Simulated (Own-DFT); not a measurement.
# Computed records: SiC (4H silicon carbide, atoms displaced), GaP (zincblende, atoms displaced)

All values are calculated (Own-DFT development build). A calculation, not a measurement: plane-wave PBE density functional theory by an unreviewed code, no spin, of a simulated periodic cell, stress positive in tension, free energy of the whole cell less one offset for each atom, forces on such cells passed a denser k mesh, this cell's mesh not checked; offsets are fitted by least squares, one for each functional and potential file, so energies compare only between cells with the same atoms and settings and are not formation energies; the far tail of each file's local potential was reset to the Coulomb form; each entry is a single point on an unrelaxed cell, so the pressure reflects the starting lattice, mostly measured values (interpolated for alloys), from which strain is counted, and rises with the displacements; printed positions are rounded, which can move forces by about a meV/angstrom; the program, named Own-DFT, is a retired in-house code; no spin-orbit coupling.

Settings shared by all entries: functional PBE; potential files PseudoDojo norm-conserving, scalar-relativistic, standard set; wave cutoff 42 hartree; occupations Fermi-Dirac; smearing width 0.1 eV; hardware one NVIDIA H100.

(1) 
```cif
# cell vector a (Å): 6.1654 0.0000 0.0000
# cell vector b (Å): -3.0827 5.3394 0.0000
# cell vector c (Å): 0.0000 0.0000 10.0681
data_SiC
_symmetry_space_group_name_H-M 'P 1'
_symmetry_Int_Tables_number 1
_cell_length_a 6.1654
_cell_length_b 6.1654
_cell_length_c 10.0681
_cell_angle_alpha 90.000
_cell_angle_beta 90.000
_cell_angle_gamma 120.000
_cell_volume 331.44
loop_
_atom_site_label
_atom_site_type_symbol
_atom_site_fract_x
_atom_site_fract_y
_atom_site_fract_z
_atom_site_occupancy
Si1 Si 0.97975 0.99219 0.38881 1
Si2 Si 0.16489 0.34545 0.15350 1
C1 C 0.99387 0.98462 0.08567 1
C2 C 0.15733 0.33069 0.34035 1
Si3 Si 0.02957 0.50152 0.40936 1
Si4 Si 0.17231 0.86384 0.17199 1
C3 C 0.02075 0.52384 0.08926 1
C4 C 0.19016 0.85762 0.34510 1
Si5 Si 0.48940 0.00538 0.40361 1
Si6 Si 0.67062 0.34532 0.14660 1
C5 C 0.50362 0.01405 0.07649 1
C6 C 0.67648 0.31708 0.35290 1
Si7 Si 0.50983 0.50498 0.40904 1
Si8 Si 0.66512 0.82779 0.14813 1
C7 C 0.47991 0.49438 0.09173 1
C8 C 0.63717 0.81666 0.35160 1
Si9 Si 0.99002 0.99477 0.91083 1
Si10 Si 0.83732 0.66682 0.64124 1
C9 C 0.99614 0.99592 0.59494 1
C10 C 0.81847 0.68339 0.86170 1
Si11 Si 0.99242 0.50225 0.90002 1
Si12 Si 0.80257 0.16376 0.65825 1
C11 C 0.01152 0.48605 0.60250 1
C12 C 0.82422 0.16876 0.84453 1
Si13 Si 0.50527 0.00062 0.90473 1
Si14 Si 0.31292 0.63953 0.65392 1
C13 C 0.50316 0.99448 0.58556 1
C14 C 0.38163 0.70055 0.84552 1
Si15 Si 0.50640 0.50133 0.91367 1
Si16 Si 0.32356 0.18010 0.65774 1
C15 C 0.48737 0.47842 0.59581 1
C16 C 0.32730 0.14063 0.84033 1
_calc_k_mesh '5 x 5 x 3 centred on Gamma'
_calc_free_energy_of_cell_above_offsets '1.922'  # eV
_calc_pressure 8.79  # GPa
_calc_stress_xx -7.25  # GPa
_calc_stress_yy -10.24  # GPa
_calc_stress_zz -8.89  # GPa
_calc_stress_yz 0.43  # GPa
_calc_stress_xz -1.07  # GPa
_calc_stress_xy -2.55  # GPa
_calc_wall_time 120.5  # s
```

Force:
```
element  x (eV/Å)  y (eV/Å)  z (eV/Å)
     Si      0.51     0.819     3.592
     Si     -1.04     -1.29    -0.037
      C    -0.964     2.344     3.788
      C     2.754    -0.579    -0.591
     Si    -3.606     0.377     0.226
     Si     2.383    -2.037    -5.557
      C    -1.581    -0.432     0.976
      C    -3.907    -3.092     0.645
     Si     3.325     0.226     2.536
     Si     1.266     -0.58     1.171
      C     0.188    -0.221     5.498
      C    -0.725     4.288    -2.198
     Si    -0.058    -3.389     -0.16
     Si     -1.91     0.638     0.738
      C     1.986     0.502     1.266
      C     1.526     1.658    -2.977
     Si     0.951     2.387    -2.483
     Si    -0.728     -0.13     2.905
      C    -1.164     0.672    -1.637
      C     3.478    -2.837      -3.7
     Si     0.972     2.062     0.922
     Si     3.364    -1.506     0.166
      C    -4.236    -0.203    -2.425
      C     1.453     1.137    -0.163
     Si     -1.09     1.443    -1.289
     Si     4.271     4.866     2.643
      C    -2.987    -1.123     0.802
      C    -2.581    -5.731    -2.024
     Si     -2.03    -1.639     -2.19
     Si       1.6    -4.973     0.395
      C     0.543     3.698    -1.637
      C    -1.962     2.644     0.803
```

(2) 
```cif
# cell vector a (Å): 10.9010 0.0000 0.0000
# cell vector b (Å): 0.0000 10.9010 0.0000
# cell vector c (Å): 0.0000 0.0000 10.9010
data_GaP
_symmetry_space_group_name_H-M 'P 1'
_symmetry_Int_Tables_number 1
_cell_length_a 10.9010
_cell_length_b 10.9010
_cell_length_c 10.9010
_cell_angle_alpha 90.000
_cell_angle_beta 90.000
_cell_angle_gamma 90.000
_cell_volume 1295.39
loop_
_atom_site_label
_atom_site_type_symbol
_atom_site_fract_x
_atom_site_fract_y
_atom_site_fract_z
_atom_site_occupancy
Ga1 Ga 0.99500 0.00867 0.00438 1
Ga2 Ga 0.00105 0.24398 0.24763 1
Ga3 Ga 0.24014 0.99653 0.24808 1
Ga4 Ga 0.27745 0.23955 0.00572 1
P1 P 0.12471 0.10892 0.14959 1
P2 P 0.12653 0.35901 0.36587 1
P3 P 0.38235 0.13763 0.37386 1
P4 P 0.37429 0.37187 0.12720 1
Ga5 Ga 0.98636 0.00148 0.50586 1
Ga6 Ga 0.00239 0.25636 0.74922 1
Ga7 Ga 0.25530 0.00138 0.75393 1
Ga8 Ga 0.23477 0.25328 0.49599 1
P5 P 0.13902 0.12228 0.61113 1
P6 P 0.12187 0.37994 0.87136 1
P7 P 0.37079 0.12850 0.89119 1
P8 P 0.38894 0.39144 0.61604 1
Ga9 Ga 0.01641 0.49692 0.98774 1
Ga10 Ga 0.99212 0.74416 0.25572 1
Ga11 Ga 0.25962 0.50102 0.24746 1
Ga12 Ga 0.25555 0.76089 0.02843 1
P9 P 0.11374 0.62664 0.13254 1
P10 P 0.11868 0.88729 0.36949 1
P11 P 0.37480 0.61982 0.37526 1
P12 P 0.37443 0.89346 0.12535 1
Ga13 Ga 0.00748 0.50270 0.50202 1
Ga14 Ga 0.98727 0.76859 0.74649 1
Ga15 Ga 0.22671 0.51922 0.73602 1
Ga16 Ga 0.24034 0.74037 0.49813 1
P13 P 0.12335 0.60736 0.63224 1
P14 P 0.12607 0.87757 0.88617 1
P15 P 0.39355 0.62114 0.87750 1
P16 P 0.36464 0.86732 0.62821 1
Ga17 Ga 0.50786 0.00529 0.00208 1
Ga18 Ga 0.51417 0.24747 0.23827 1
Ga19 Ga 0.74421 0.00585 0.25751 1
Ga20 Ga 0.74695 0.25310 0.98865 1
P17 P 0.63073 0.12357 0.12843 1
P18 P 0.62742 0.38063 0.36432 1
P19 P 0.88579 0.13478 0.37204 1
P20 P 0.87573 0.37196 0.14378 1
Ga21 Ga 0.48727 0.00622 0.50405 1
Ga22 Ga 0.51057 0.25701 0.73263 1
Ga23 Ga 0.75005 0.01427 0.76377 1
Ga24 Ga 0.74496 0.25267 0.50591 1
P21 P 0.62710 0.12647 0.62793 1
P22 P 0.63062 0.38584 0.85466 1
P23 P 0.87443 0.13328 0.88393 1
P24 P 0.85945 0.39467 0.63135 1
Ga25 Ga 0.50319 0.47920 0.01613 1
Ga26 Ga 0.49096 0.75511 0.27053 1
Ga27 Ga 0.73682 0.48874 0.22537 1
Ga28 Ga 0.76344 0.74856 0.99930 1
P25 P 0.64344 0.62937 0.14252 1
P26 P 0.64079 0.86315 0.36910 1
P27 P 0.86876 0.62854 0.37740 1
P28 P 0.87336 0.87453 0.10839 1
Ga29 Ga 0.49627 0.49929 0.48576 1
Ga30 Ga 0.51697 0.76045 0.74423 1
Ga31 Ga 0.76006 0.49618 0.74578 1
Ga32 Ga 0.75161 0.73890 0.47952 1
P29 P 0.62035 0.62489 0.62603 1
P30 P 0.62415 0.86506 0.86952 1
P31 P 0.88193 0.63491 0.88615 1
P32 P 0.88092 0.88419 0.61490 1
_calc_k_mesh '3 x 3 x 3 centred on Gamma'
_calc_free_energy_of_cell_above_offsets '-20.963'  # eV
_calc_pressure 6.24  # GPa
_calc_stress_xx -6.04  # GPa
_calc_stress_yy -6.59  # GPa
_calc_stress_zz -6.08  # GPa
_calc_stress_yz 0.38  # GPa
_calc_stress_xz 0.39  # GPa
_calc_stress_xy 1.94  # GPa
_calc_wall_time 552.3  # s
```

Force:
```
element  x (eV/Å)  y (eV/Å)  z (eV/Å)
     Ga     1.022    -0.441    -0.089
     Ga     0.386     0.384    -0.359
     Ga     3.321     -0.67     2.321
     Ga     -4.54      2.25     2.293
      P    -1.611     3.064    -4.066
      P    -0.451     2.855    -0.063
      P    -0.847    -0.644    -0.397
      P     0.247    -0.519     1.005
     Ga     2.536     1.832    -1.881
     Ga    -0.429    -0.403    -0.803
     Ga    -0.724    -0.133     0.472
     Ga     3.213     0.555     0.221
      P    -1.899    -0.622     2.221
      P     2.477    -1.726    -0.622
      P     3.277    -2.327    -4.393
      P    -2.791    -1.542     1.066
     Ga    -2.003     1.189     2.213
     Ga    -0.168     1.376     -0.32
     Ga    -1.737    -0.116    -0.033
     Ga    -0.518    -1.703    -2.104
      P     1.648    -0.586    -0.307
      P    -0.491    -2.095     1.368
      P     -0.95     0.857     0.075
      P     1.299    -0.813      1.39
     Ga    -1.338    -1.002    -1.401
     Ga     1.391    -0.963     1.116
     Ga     8.038    -5.536     6.915
     Ga    -0.431     0.628    -0.058
      P     -5.67     7.236    -5.612
      P     0.014     0.215    -0.702
      P    -1.452     0.515     0.378
      P     0.908     0.267    -0.322
     Ga     0.105    -0.593    -0.523
     Ga    -1.219     0.622     1.398
     Ga     1.664    -0.521    -0.523
     Ga    -0.312     1.199     1.184
      P     0.479      0.09    -1.518
      P    -0.193    -0.831     0.872
      P    -2.238    -1.042      1.56
      P     0.966    -0.351     -3.31
     Ga      0.64    -0.841    -0.213
     Ga     -1.36     0.592     1.156
     Ga      0.08    -1.301     -0.67
     Ga     0.632      0.61    -0.934
      P     0.017     -1.17    -0.609
      P    -1.004    -1.316     2.557
      P      1.18    -0.099    -1.002
      P     4.198     -4.19    -3.891
     Ga      1.41     2.377    -1.901
     Ga     0.551     0.399    -1.885
     Ga     1.868    -0.849     2.911
     Ga    -2.356    -0.103      0.18
      P    -3.365     2.354    -2.662
      P    -2.166     2.117     0.599
      P     2.223    -3.112    -1.543
      P     0.356     1.104     2.756
     Ga     1.809     0.335     0.376
     Ga    -2.519    -1.627    -0.774
     Ga    -2.234     4.892     3.016
     Ga    -1.051      0.91       3.8
      P     1.204    -0.239    -1.312
      P     1.663     2.283      2.03
      P     0.489    -1.677     -2.23
      P    -3.242    -1.408     1.584
```
